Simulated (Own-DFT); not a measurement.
# A change of arrangement and its cost: C34N2Si36, 72 atoms

These are calculations, not measurements. They come from Own-DFT, an in-house plane-wave density functional program, since retired, whose code no person has reviewed. Each row is one single-point run on a periodic cell that was not relaxed, without spin or spin-orbit coupling.

Settings of every run: PBE; PseudoDojo norm-conserving scalar-relativistic files; cutoff 42 hartree; 4 x 4 x 3 k mesh centred on Gamma; Fermi-Dirac smearing of 0.1 eV.

Known limits: not probed for a lower state with spin; forces on such cells passed a denser k mesh, each cell not checked; stress not checked against mesh or cutoff.

All cells hold the same atoms in the same cell, with vectors in Å (9.248, 0.000, 0.000); (-4.624, 8.009, 0.000); (0.000, 0.000, 10.068). Every atom was moved at random from its ideal site; u is the rms move along one axis. The defect's site can differ from row to row. E is the free energy of the cell above the lowest run. The arrangements:

- A: 4H SiC, with two N on a C site each, 3.1 Å apart
- B: 2H SiC, with two N on a C site each, 3.1 Å apart

| arrangement | u (Å) | E (eV) | P (GPa) |
|---|---|---|---|
| A | 0.0278 | 0.094 | 2.58 |
| A | 0.0280 | 0.038 | 2.66 |
| A | 0.0301 | 0.000 | 2.52 |
| A | 0.0475 | 4.428 | 4.11 |
| A | 0.0497 | 4.193 | 3.97 |
| A | 0.0524 | 5.585 | 4.48 |
| B | 0.0291 | 0.940 | 2.78 |
| B | 0.0298 | 0.956 | 2.87 |
| B | 0.0330 | 1.305 | 2.92 |
| B | 0.0454 | 4.079 | 3.92 |
| B | 0.0459 | 4.576 | 4.08 |
| B | 0.0499 | 5.643 | 4.49 |

Question: once the cost of the random moves is taken out, how do the arrangements rank?

## Worked answer

Fit E = a + b u², with one b for all and one a for each arrangement, and with residuals divided by u², since the noise grows with the moves. Then b = 2785 eV/Å², the scatter at u = 0.04 Å is 0.29 eV, and against A:

- B: 0.70 ± 0.12 eV (higher)

These are energies of unrelaxed cells. Relaxing the atoms lowers the strained arrangements most, so the gaps would shrink and small ones could change sign.
